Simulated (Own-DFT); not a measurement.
AlN (wurtzite, atoms displaced) (calculated)

Computed with Own-DFT development build. A calculation, not a measurement: plane-wave PBE density functional theory by an unreviewed code, no spin, of a simulated periodic cell, stress positive in tension, free energy of the whole cell less one offset for each atom, forces on such cells passed a denser k mesh, this cell's mesh not checked; offsets are fitted by least squares, one for each functional and potential file, so energies compare only between cells with the same atoms and settings and are not formation energies; the far tail of each file's local potential was reset to the Coulomb form; each entry is a single point on an unrelaxed cell, so the pressure reflects the starting lattice, mostly measured values (interpolated for alloys), from which strain is counted, and rises with the displacements; printed positions are rounded, which can move forces by about a meV/angstrom; the program, named Own-DFT, is a retired in-house code; no spin-orbit coupling.

Common to all runs: functional PBE; potential files PseudoDojo norm-conserving, scalar-relativistic, standard set; wave cutoff 42 hartree; occupations Fermi-Dirac; smearing width 0.1 eV; hardware one NVIDIA H100; k mesh 2 x 2 x 2 centred on Gamma.

```json
{"entry": 1, "formula": "AlN", "kind": "wurtzite, atoms displaced", "structure": {"cell_angstrom": [[12.448, 0.0, 0.0], [-6.224, 10.7803, 0.0], [0.0, 0.0, 9.964]], "atoms_fractional": [["Al", 0.08331, 0.16706, 0.99891], ["Al", 0.16977, 0.08622, 0.25005], ["N", 0.08505, 0.16776, 0.19429], ["N", 0.16909, 0.08385, 0.44061], ["Al", 0.0838, 0.16595, 0.50125], ["Al", 0.16674, 0.08538, 0.7496], ["N", 0.07984, 0.16939, 0.69265], ["N", 0.16711, 0.08391, 0.93887], ["Al", 0.08191, 0.41657, 0.00011], ["Al", 0.1691, 0.3329, 0.25053], ["N", 0.08369, 0.41323, 0.1915], ["N", 0.166, 0.33417, 0.44115], ["Al", 0.084, 0.41877, 0.4982], ["Al", 0.16567, 0.33407, 0.74909], ["N", 0.08318, 0.41733, 0.69067], ["N", 0.16725, 0.33339, 0.94378], ["Al", 0.08284, 0.66491, 0.00184], ["Al", 0.16339, 0.58215, 0.24936], ["N", 0.08331, 0.6669, 0.19266], ["N", 0.16829, 0.58561, 0.44238], ["Al", 0.08806, 0.66993, 0.49933], ["Al", 0.16497, 0.58229, 0.74666], ["N", 0.08439, 0.66631, 0.68833], ["N", 0.16539, 0.58574, 0.93992], ["Al", 0.08672, 0.91846, 0.00034], ["Al", 0.16615, 0.83531, 0.25135], ["N", 0.08307, 0.91643, 0.19082], ["N", 0.16638, 0.83423, 0.44319], ["Al", 0.08441, 0.91763, 0.50049], ["Al", 0.16711, 0.83301, 0.75063], ["N", 0.08324, 0.91602, 0.69206], ["N", 0.16464, 0.83013, 0.94164], ["Al", 0.33124, 0.16601, 0.99869], ["Al", 0.41639, 0.08252, 0.25558], ["N", 0.33464, 0.16721, 0.19266], ["N", 0.42043, 0.08559, 0.44209], ["Al", 0.33628, 0.16826, 0.49874], ["Al", 0.41543, 0.08109, 0.75086], ["N", 0.33266, 0.16614, 0.69461], ["N", 0.41544, 0.08286, 0.9401], ["Al", 0.33248, 0.41644, 0.00063], ["Al", 0.41723, 0.33259, 0.25019], ["N", 0.3332, 0.4158, 0.19058], ["N", 0.41552, 0.33066, 0.43881], ["Al", 0.33354, 0.41423, 0.50034], ["Al", 0.41951, 0.33541, 0.75034], ["N", 0.3322, 0.41123, 0.69201], ["N", 0.41826, 0.33203, 0.94182], ["Al", 0.33141, 0.66528, 0.99909], ["Al", 0.41865, 0.58197, 0.25025], ["N", 0.33381, 0.66858, 0.19499], ["N", 0.41794, 0.58544, 0.44345], ["Al", 0.331, 0.66471, 0.49736], ["Al", 0.41842, 0.58549, 0.74859], ["N", 0.33484, 0.66331, 0.69171], ["N", 0.41452, 0.58469, 0.93865], ["Al", 0.33738, 0.91866, 0.0018], ["Al", 0.41904, 0.83308, 0.25057], ["N", 0.33381, 0.91431, 0.18776], ["N", 0.41432, 0.83194, 0.44015], ["Al", 0.33729, 0.91868, 0.49846], ["Al", 0.41657, 0.83507, 0.75005], ["N", 0.33346, 0.91745, 0.69276], ["N", 0.41591, 0.83287, 0.9433], ["Al", 0.58481, 0.1663, 0.00281], ["Al", 0.66485, 0.08341, 0.25014], ["N", 0.58117, 0.16466, 0.1913], ["N", 0.66633, 0.08418, 0.44126], ["Al", 0.58544, 0.16814, 0.49585], ["Al", 0.66812, 0.08399, 0.75072], ["N", 0.58485, 0.16752, 0.69209], ["N", 0.66537, 0.08403, 0.94009], ["Al", 0.58481, 0.41851, 0.99821], ["Al", 0.66644, 0.33292, 0.25076], ["N", 0.58426, 0.41555, 0.19309], ["N", 0.66663, 0.33401, 0.44443], ["Al", 0.58182, 0.41875, 0.50029], ["Al", 0.6666, 0.33371, 0.75309], ["N", 0.58404, 0.41724, 0.69168], ["N", 0.66658, 0.33392, 0.94169], ["Al", 0.58564, 0.66954, 0.00092], ["Al", 0.66624, 0.58212, 0.25299], ["N", 0.58403, 0.66861, 0.19191], ["N", 0.6655, 0.5816, 0.44207], ["Al", 0.58465, 0.66712, 0.49833], ["Al", 0.6684, 0.58515, 0.75171], ["N", 0.58023, 0.66266, 0.69315], ["N", 0.66752, 0.58273, 0.94334], ["Al", 0.5817, 0.91651, 0.99594], ["Al", 0.66685, 0.83369, 0.24696], ["N", 0.58199, 0.91743, 0.18978], ["N", 0.66475, 0.83165, 0.44665], ["Al", 0.58277, 0.91494, 0.49907], ["Al", 0.66609, 0.83402, 0.75271], ["N", 0.58283, 0.91833, 0.69109], ["N", 0.66487, 0.82874, 0.94031], ["Al", 0.83031, 0.16521, 0.00125], ["Al", 0.91541, 0.08603, 0.25043], ["N", 0.83548, 0.16911, 0.19196], ["N", 0.91655, 0.08271, 0.43842], ["Al", 0.83419, 0.16804, 0.49902], ["Al", 0.91603, 0.08086, 0.75261], ["N", 0.8309, 0.16642, 0.68993], ["N", 0.91715, 0.08302, 0.94185], ["Al", 0.83549, 0.41811, 0.00345], ["Al", 0.91536, 0.33035, 0.24549], ["N", 0.83377, 0.41481, 0.19155], ["N", 0.91617, 0.33765, 0.44095], ["Al", 0.83211, 0.41341, 0.50123], ["Al", 0.91751, 0.33343, 0.74847], ["N", 0.83472, 0.41861, 0.69226], ["N", 0.91498, 0.33028, 0.94099], ["Al", 0.83014, 0.6653, 0.99999], ["Al", 0.91731, 0.58203, 0.25028], ["N", 0.83221, 0.66559, 0.19035], ["N", 0.91698, 0.58209, 0.43739], ["Al", 0.82868, 0.66296, 0.49962], ["Al", 0.91383, 0.58103, 0.75166], ["N", 0.83237, 0.66396, 0.69012], ["N", 0.91542, 0.5831, 0.9429], ["Al", 0.83268, 0.91362, 0.00046], ["Al", 0.91528, 0.83259, 0.25232], ["N", 0.83342, 0.91578, 0.18836], ["N", 0.91735, 0.83401, 0.43895], ["Al", 0.83457, 0.91498, 0.50318], ["Al", 0.91656, 0.83406, 0.75029], ["N", 0.83033, 0.91311, 0.69076], ["N", 0.9178, 0.83592, 0.94206]]}, "results": {"free_energy_of_cell_above_offsets [eV]": "-62.431", "pressure [GPa]": 3.73, "stress_xx [GPa]": -4.1, "stress_yy [GPa]": -3.68, "stress_zz [GPa]": -3.42, "stress_yz [GPa]": 0.11, "stress_xz [GPa]": 0.11, "stress_xy [GPa]": 0.25, "force_element": ["Al", "Al", "N", "N", "Al", "Al", "N", "N", "Al", "Al", "N", "N", "Al", "Al", "N", "N", "Al", "Al", "N", "N", "Al", "Al", "N", "N", "Al", "Al", "N", "N", "Al", "Al", "N", "N", "Al", "Al", "N", "N", "Al", "Al", "N", "N", "Al", "Al", "N", "N", "Al", "Al", "N", "N", "Al", "Al", "N", "N", "Al", "Al", "N", "N", "Al", "Al", "N", "N", "Al", "Al", "N", "N", "Al", "Al", "N", "N", "Al", "Al", "N", "N", "Al", "Al", "N", "N", "Al", "Al", "N", "N", "Al", "Al", "N", "N", "Al", "Al", "N", "N", "Al", "Al", "N", "N", "Al", "Al", "N", "N", "Al", "Al", "N", "N", "Al", "Al", "N", "N", "Al", "Al", "N", "N", "Al", "Al", "N", "N", "Al", "Al", "N", "N", "Al", "Al", "N", "N", "Al", "Al", "N", "N", "Al", "Al", "N", "N"], "force_x [eV/angstrom]": [0.107, -0.367, -0.257, -0.182, -0.247, -0.064, 0.773, -0.302, 0.324, -0.408, -0.427, 0.324, -0.16, 0.27, 0.061, -0.363, -0.477, 0.758, -0.104, -0.237, -1.049, 0.391, -0.516, 0.397, -0.326, 0.481, -0.113, 0.547, -0.095, -0.126, -0.274, 0.391, 0.679, -0.11, 0.107, -0.387, -0.256, 0.23, 0.214, 0.366, 0.444, 0.028, 0.439, 0.064, -0.384, -0.091, -0.366, -0.494, -0.082, -0.856, 0.214, 0.299, 0.586, -0.108, -1.093, 0.825, -0.924, -0.74, -0.307, 0.556, -0.686, 0.136, 0.082, 0.18, -1.004, 0.416, 0.176, 0.395, 0.027, -0.653, -0.288, 0.473, -0.034, 0.187, -0.319, -0.272, 0.538, 0.214, 0.048, 0.394, -0.523, 0.118, 0.341, -0.377, -0.45, -0.298, 0.778, -0.655, 0.293, -0.061, 0.75, 0.586, -0.34, -0.285, 0.303, -0.178, 0.594, 1.017, -0.78, -0.07, 0.017, -0.689, 0.883, -0.509, -0.368, 0.192, -0.245, 0.975, -0.444, -0.346, -0.081, -0.046, 0.847, -0.359, 0.0, -0.174, 1.34, 0.717, -0.194, 0.1, -0.139, 0.307, -0.37, -0.083, -0.566, 0.374, 0.221, 0.283], "force_y [eV/angstrom]": [-0.069, -0.649, -0.306, 0.1, 0.212, -0.194, -0.743, 0.003, 0.019, 0.027, 0.577, -0.142, -0.192, 0.211, -0.195, 0.084, 0.53, 0.08, 0.009, -0.531, -0.65, 0.424, 0.092, -0.86, -0.467, -0.311, 0.408, 0.526, -0.129, -0.247, 0.351, 0.629, 0.117, -0.306, -0.228, -0.37, -0.512, 0.796, 0.221, 0.173, 0.207, 0.114, 0.225, 0.702, 0.441, -0.676, 0.922, 0.498, 0.276, 0.32, -0.906, -0.841, 0.403, -1.224, 0.893, -0.294, -0.444, -0.082, 0.575, 0.284, -0.268, -0.708, -0.318, -0.051, 0.256, -0.051, 0.398, -0.374, 0.108, 0.181, -0.164, -0.384, -0.66, -0.019, 0.307, 0.136, -0.832, -0.196, 0.266, -0.044, -1.379, 0.127, -0.495, 0.318, -0.287, -0.453, 1.016, 0.332, -0.153, 0.358, 0.117, 0.46, 0.344, -0.677, -0.309, 1.406, 0.037, -0.694, -1.036, -0.045, -0.001, 0.306, -0.069, -0.3, -0.435, 1.078, 0.063, -1.064, 1.188, -0.114, -0.655, 0.453, 0.672, 0.142, 0.004, 0.188, 0.505, 0.609, 0.657, 0.027, 0.603, 0.066, 0.359, -0.427, 0.301, -0.475, 0.555, -0.685], "force_z [eV/angstrom]": [0.55, 0.022, -0.633, 0.318, -0.301, -0.145, -0.294, 0.34, -0.077, 0.093, -0.076, 0.12, 0.144, 0.458, -0.191, -0.579, -0.054, 0.195, -0.14, -0.527, 0.019, 0.426, 0.387, -0.007, -0.066, -0.22, 0.178, -0.396, 0.1, 0.12, -0.171, 0.015, 0.217, -1.187, -0.298, 0.062, 0.837, -0.034, -0.812, 0.401, -0.388, -0.389, 0.172, 0.258, 0.166, 0.332, -0.241, 0.069, 0.497, 0.173, -0.613, -0.478, 0.603, 0.246, -0.434, 0.596, -0.455, -0.163, 1.233, 0.192, 0.521, 0.097, -0.617, -0.64, -0.591, 0.101, 0.309, -0.365, 1.339, -0.39, -0.314, 0.304, 0.629, 0.198, -0.285, -0.68, 0.313, -0.482, -0.067, 0.425, -0.044, -0.63, -0.052, -0.247, 0.824, -0.069, -0.433, -0.413, 0.519, 0.757, -0.142, -1.148, 0.315, -0.777, 0.18, 0.164, -0.268, -0.252, -0.365, 0.679, 0.067, -0.335, 0.102, 0.153, -0.64, 1.008, -0.037, -0.421, 0.105, 0.235, -0.052, 0.035, 0.288, -0.079, 0.314, 0.842, -0.102, -0.156, 0.152, -0.102, -0.092, -0.743, 0.568, 0.767, -0.693, 0.173, 0.374, -0.309], "wall_time [s]": 372.7}}
{"entry": 2, "formula": "AlN", "kind": "wurtzite, atoms displaced", "structure": {"cell_angstrom": [[12.448, 0.0, 0.0], [-6.224, 10.7803, 0.0], [0.0, 0.0, 9.964]], "atoms_fractional": [["Al", 0.08404, 0.16795, 0.00045], ["Al", 0.16666, 0.08276, 0.24951], ["N", 0.07923, 0.16576, 0.19057], ["N", 0.16533, 0.08069, 0.44152], ["Al", 0.08611, 0.16581, 0.50069], ["Al", 0.16949, 0.08721, 0.75283], ["N", 0.08348, 0.16744, 0.69024], ["N", 0.16546, 0.08169, 0.93887], ["Al", 0.08467, 0.41564, 0.99913], ["Al", 0.16571, 0.33471, 0.25061], ["N", 0.08186, 0.41637, 0.19111], ["N", 0.16607, 0.33483, 0.44326], ["Al", 0.08637, 0.41748, 0.49797], ["Al", 0.17048, 0.3364, 0.74852], ["N", 0.08247, 0.41737, 0.69139], ["N", 0.16413, 0.33304, 0.94088], ["Al", 0.08368, 0.66698, 0.00055], ["Al", 0.16676, 0.58306, 0.24551], ["N", 0.0837, 0.66624, 0.18972], ["N", 0.16289, 0.58199, 0.43988], ["Al", 0.08391, 0.66473, 0.50206], ["Al", 0.16698, 0.58598, 0.74967], ["N", 0.08472, 0.66641, 0.69333], ["N", 0.16799, 0.58441, 0.94018], ["Al", 0.08504, 0.9207, 0.00157], ["Al", 0.16403, 0.83191, 0.24885], ["N", 0.08262, 0.91625, 0.18833], ["N", 0.16677, 0.83522, 0.44211], ["Al", 0.08169, 0.91305, 0.49894], ["Al", 0.16674, 0.83373, 0.75254], ["N", 0.08325, 0.91738, 0.68936], ["N", 0.1655, 0.83283, 0.94235], ["Al", 0.33507, 0.16933, 0.998], ["Al", 0.41644, 0.08349, 0.25082], ["N", 0.33475, 0.16767, 0.19171], ["N", 0.41453, 0.08051, 0.44198], ["Al", 0.33305, 0.16576, 0.50143], ["Al", 0.41656, 0.08241, 0.75057], ["N", 0.33123, 0.16553, 0.69402], ["N", 0.41643, 0.08208, 0.94163], ["Al", 0.33426, 0.4141, 0.00049], ["Al", 0.4182, 0.33602, 0.24745], ["N", 0.33484, 0.41471, 0.1902], ["N", 0.41403, 0.33224, 0.43963], ["Al", 0.33518, 0.41593, 0.49728], ["Al", 0.41637, 0.33247, 0.75154], ["N", 0.33498, 0.41655, 0.6869], ["N", 0.42163, 0.33645, 0.93935], ["Al", 0.33555, 0.66673, 0.00066], ["Al", 0.41714, 0.58203, 0.25213], ["N", 0.33567, 0.66845, 0.19302], ["N", 0.41788, 0.58397, 0.44431], ["Al", 0.33403, 0.66628, 0.50011], ["Al", 0.415, 0.58111, 0.75062], ["N", 0.33247, 0.66736, 0.69189], ["N", 0.41654, 0.58209, 0.9369], ["Al", 0.33163, 0.91826, 0.00018], ["Al", 0.41652, 0.8325, 0.24664], ["N", 0.33535, 0.91836, 0.19117], ["N", 0.41386, 0.83162, 0.43925], ["Al", 0.33727, 0.91939, 0.4992], ["Al", 0.41881, 0.83673, 0.74998], ["N", 0.33121, 0.91115, 0.69334], ["N", 0.4148, 0.83132, 0.94157], ["Al", 0.58228, 0.16744, 0.00123], ["Al", 0.66352, 0.08155, 0.24725], ["N", 0.5825, 0.16526, 0.19148], ["N", 0.66699, 0.08204, 0.44432], ["Al", 0.58087, 0.16517, 0.50125], ["Al", 0.66465, 0.08552, 0.74821], ["N", 0.58722, 0.16818, 0.68862], ["N", 0.66634, 0.08388, 0.94298], ["Al", 0.58174, 0.41658, 0.0021], ["Al", 0.66628, 0.33376, 0.25347], ["N", 0.58197, 0.41762, 0.18923], ["N", 0.66605, 0.33439, 0.44136], ["Al", 0.58506, 0.41712, 0.50283], ["Al", 0.66607, 0.33311, 0.75168], ["N", 0.58586, 0.41564, 0.68822], ["N", 0.66487, 0.33388, 0.94569], ["Al", 0.58322, 0.66878, 0.00342], ["Al", 0.66913, 0.58729, 0.24872], ["N", 0.58325, 0.66841, 0.19116], ["N", 0.66726, 0.58271, 0.43869], ["Al", 0.58316, 0.66728, 0.49941], ["Al", 0.66704, 0.58353, 0.75137], ["N", 0.58579, 0.66433, 0.69126], ["N", 0.66913, 0.58442, 0.94217], ["Al", 0.5826, 0.91479, 0.00225], ["Al", 0.66778, 0.83218, 0.25021], ["N", 0.58262, 0.91633, 0.18954], ["N", 0.66687, 0.83064, 0.44239], ["Al", 0.58192, 0.91436, 0.50034], ["Al", 0.66547, 0.83135, 0.75059], ["N", 0.58469, 0.91732, 0.69154], ["N", 0.66833, 0.83485, 0.94243], ["Al", 0.83311, 0.16486, 0.00138], ["Al", 0.91926, 0.08658, 0.24769], ["N", 0.83096, 0.16578, 0.19154], ["N", 0.91609, 0.08568, 0.44302], ["Al", 0.83471, 0.17144, 0.49796], ["Al", 0.9178, 0.08343, 0.75131], ["N", 0.83464, 0.16748, 0.69219], ["N", 0.91901, 0.0864, 0.93904], ["Al", 0.83226, 0.41688, 0.00196], ["Al", 0.91492, 0.33271, 0.24634], ["N", 0.83214, 0.41715, 0.19255], ["N", 0.91725, 0.33291, 0.44187], ["Al", 0.83153, 0.41853, 0.50206], ["Al", 0.91827, 0.33533, 0.75123], ["N", 0.83583, 0.41723, 0.68646], ["N", 0.91696, 0.3333, 0.93617], ["Al", 0.83546, 0.66522, 0.00318], ["Al", 0.915, 0.58422, 0.24816], ["N", 0.8337, 0.66764, 0.19154], ["N", 0.91942, 0.58529, 0.44153], ["Al", 0.83435, 0.66907, 0.50217], ["Al", 0.91444, 0.58297, 0.7505], ["N", 0.83511, 0.66708, 0.68847], ["N", 0.91339, 0.58292, 0.93784], ["Al", 0.83257, 0.91433, 0.99983], ["Al", 0.91524, 0.83321, 0.25136], ["N", 0.83377, 0.91642, 0.1917], ["N", 0.91671, 0.83253, 0.44069], ["Al", 0.83361, 0.91667, 0.49856], ["Al", 0.91777, 0.83389, 0.74975], ["N", 0.83298, 0.91528, 0.69094], ["N", 0.91599, 0.83324, 0.93905]]}, "results": {"free_energy_of_cell_above_offsets [eV]": "-62.352", "pressure [GPa]": 3.75, "stress_xx [GPa]": -3.78, "stress_yy [GPa]": -3.42, "stress_zz [GPa]": -4.06, "stress_yz [GPa]": 0.21, "stress_xz [GPa]": 0.03, "stress_xy [GPa]": 0.55, "force_element": ["Al", "Al", "N", "N", "Al", "Al", "N", "N", "Al", "Al", "N", "N", "Al", "Al", "N", "N", "Al", "Al", "N", "N", "Al", "Al", "N", "N", "Al", "Al", "N", "N", "Al", "Al", "N", "N", "Al", "Al", "N", "N", "Al", "Al", "N", "N", "Al", "Al", "N", "N", "Al", "Al", "N", "N", "Al", "Al", "N", "N", "Al", "Al", "N", "N", "Al", "Al", "N", "N", "Al", "Al", "N", "N", "Al", "Al", "N", "N", "Al", "Al", "N", "N", "Al", "Al", "N", "N", "Al", "Al", "N", "N", "Al", "Al", "N", "N", "Al", "Al", "N", "N", "Al", "Al", "N", "N", "Al", "Al", "N", "N", "Al", "Al", "N", "N", "Al", "Al", "N", "N", "Al", "Al", "N", "N", "Al", "Al", "N", "N", "Al", "Al", "N", "N", "Al", "Al", "N", "N", "Al", "Al", "N", "N", "Al", "Al", "N", "N"], "force_x [eV/angstrom]": [-0.21, -0.152, 1.386, 0.279, -0.958, -0.876, 0.529, 0.255, -0.887, 0.224, 0.285, 0.986, -1.19, -0.875, 0.751, 1.399, -0.093, -0.122, -0.407, 1.161, -0.325, 0.346, -0.792, 0.015, -0.234, 0.59, -0.162, 0.629, -0.019, -0.388, 0.32, -0.161, 0.056, 0.061, -0.335, 0.074, -0.339, 0.169, 0.884, -0.288, -0.625, 0.36, -0.942, 0.925, -0.572, 0.344, 0.132, -0.911, -0.432, -0.19, 0.091, -0.115, -0.772, 0.179, 0.619, 0.19, 0.581, -0.152, -0.548, 0.628, -0.795, 0.341, -0.178, 0.136, 0.446, 0.431, -0.356, -0.605, 0.682, 1.678, -1.522, -0.235, 0.766, -0.241, 0.476, 0.014, -0.593, 0.746, -0.712, 0.209, 0.418, -0.201, 0.052, -0.164, 0.672, 0.576, -0.99, -0.491, -0.299, -0.472, 0.398, -0.374, 0.155, 0.309, -0.239, -0.373, -0.28, -0.957, 0.193, 0.643, 0.218, -0.44, -0.35, 0.065, 0.332, 0.012, -0.02, -0.414, 0.957, 0.035, -0.838, -0.264, -0.758, 0.703, 0.053, -0.662, 0.213, 0.646, -0.47, 0.888, 0.231, 0.381, -0.123, -0.262, -0.045, -0.089, -0.087, 0.451], "force_y [eV/angstrom]": [-0.308, 0.14, 0.668, 0.257, 0.053, -1.093, 0.242, 1.151, 0.49, -0.355, -0.021, -0.374, -0.083, -0.412, 0.328, 0.057, -0.267, 0.144, -0.04, 0.296, 0.655, -0.619, 0.259, -0.208, -1.159, 0.336, 0.143, -0.554, 0.55, -0.258, 0.219, 0.355, -0.541, -0.08, 0.04, 1.011, -0.037, -0.231, 0.374, 0.569, 0.562, -0.747, 0.492, -0.079, 0.125, 0.446, -0.14, -0.74, -0.191, 0.238, -0.915, -0.286, -0.09, 0.58, 0.055, -0.117, -0.645, 0.452, -0.348, 0.229, -1.329, -1.0, 1.506, 0.564, -0.263, 0.088, 0.533, 0.026, 0.26, -0.347, -0.07, -0.206, 0.79, -0.129, 0.253, -0.498, 0.065, 0.272, 0.061, -0.126, -0.417, -0.818, -0.411, 0.209, -0.452, -0.092, 0.217, -0.093, 0.501, 0.659, -0.321, 0.451, 0.244, 0.288, -0.153, -0.406, 0.423, -0.844, 0.072, -0.308, -0.875, 0.039, -0.019, -0.824, -0.18, 0.063, 0.044, 0.876, -0.121, -0.532, -0.061, 0.152, 0.668, -0.105, 0.111, -0.11, -0.632, 0.013, -0.026, -0.168, 0.762, 0.243, 0.205, 0.212, 0.476, -0.025, 0.128, -0.091], "force_z [eV/angstrom]": [-0.256, 0.196, -0.111, -0.336, -0.009, -0.832, 0.325, 0.75, -0.193, 0.149, -0.404, -0.71, 0.675, -0.175, -0.152, -0.072, -0.478, 0.786, -0.064, -0.382, -0.022, 0.143, -0.122, 0.531, -0.575, 0.392, 0.569, -0.387, 0.436, -0.387, 0.41, 0.087, 0.343, -0.075, -0.452, 0.008, -0.187, -0.128, -0.333, -0.308, -0.328, 0.741, 0.016, 0.053, 0.286, -0.761, 0.592, 0.096, -0.267, 0.015, -0.437, -0.677, 0.13, -0.717, -0.223, 1.093, 0.141, 0.552, -0.053, -0.002, 0.357, 0.337, -0.478, 0.116, 0.084, 0.834, 0.203, -0.747, -0.579, 0.495, 0.495, -0.255, -0.147, -0.549, 0.502, 0.097, -0.879, 0.023, 0.922, -0.748, -0.901, 0.204, 0.146, 0.237, 0.422, 0.013, -0.074, 0.218, -0.655, 0.237, 0.475, -0.431, -0.089, -0.08, -0.039, -0.117, -0.611, 0.985, -0.24, -0.619, 0.837, -0.654, -0.125, 0.749, -0.393, 1.014, -0.292, -0.741, -0.823, -0.826, 1.273, 1.572, -0.674, 0.834, -0.095, -0.291, -0.549, -0.551, 0.573, 0.787, -0.102, -0.149, -0.12, -0.183, 0.408, -0.086, -0.006, 0.549], "wall_time [s]": 395.1}}
```
